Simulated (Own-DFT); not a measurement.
# What random displacements cost in zincblende GaP, 96 atoms (Ga48P48)

All numbers below are calculated, not measured. The program, named Own-DFT, is a retired in-house plane-wave density functional code that no person has reviewed. Each row is one single-point run on a periodic cell that was not relaxed, without spin or spin-orbit coupling.

Settings of every run: PBE; PseudoDojo norm-conserving scalar-relativistic files; cutoff 42 hartree; 2 x 3 x 3 k mesh centred on Gamma; Fermi-Dirac smearing of 0.1 eV.

Known limits, some of them of some rows only: some atoms lie very close together; forces on such cells moved up to 12 meV/angstrom on a denser k mesh; forces on such cells passed a denser k mesh, each cell not checked; stress not checked against mesh or cutoff.

Cell vectors in Å: (16.352, 0.000, 0.000); (0.000, 10.901, 0.000); (0.000, 0.000, 10.901). In each run every atom was moved at random and independently from its ideal site; u is the rms move along one axis. E is the free energy for each atom above the fitted value at u = 0, and F the rms of the force components.

| run | u (Å) | E (meV/atom) | F (eV/Å) | largest force (eV/Å) | P (GPa) |
|---|---|---|---|---|---|
| 1 | 0.0189 | 6.1 | 0.259 | 0.85 | 2.70 |
| 2 | 0.0197 | 6.6 | 0.265 | 0.85 | 2.71 |
| 3 | 0.0204 | 7.3 | 0.285 | 0.94 | 2.72 |
| 4 | 0.0466 | 37.8 | 0.663 | 2.55 | 3.16 |
| 5 | 0.0495 | 41.5 | 0.706 | 3.58 | 3.23 |
| 6 | 0.0544 | ? | ? | ? | ? |
| 7 | 0.0992 | 178.3 | 1.571 | 6.08 | 5.19 |
| 8 | 0.1012 | 167.6 | 1.521 | 7.54 | 4.95 |
| 9 | 0.1473 | 407.0 | 2.816 | 13.88 | 8.36 |
| 10 | 0.1932 | 757.1 | 4.592 | 18.56 | 14.01 |

## Worked fit

For small independent moves the energy grows as E = (3/2) K u², with K the mean stiffness felt by one atom. The runs with u up to 0.11 Å give K = 11.5 ± 0.2 eV/Å², with residuals divided by u² + 0.0006 Å², since the noise grows with the moves. The scatter is 1.7 meV/atom at u = 0.05 Å. The forces follow F = G u with G = 14.4 eV/Å²; no force at u = 0 is resolved. G exceeds K because the moves of its neighbours add to the force on an atom, and stiffness differs between atoms. At u = 0.193 Å the parabola gives 642 meV/atom and the run 757. The pressure follows P = 2.62 + 244 u² GPa: at fixed volume, shortened bonds push harder than stretched ones pull.

## Withheld run

Question: what energy and rms force should run 6 give?

The fit gives 51 ± 2 meV/atom and about 0.78 eV/Å. The calculation gave 51.7 meV/atom and 0.791 eV/Å.
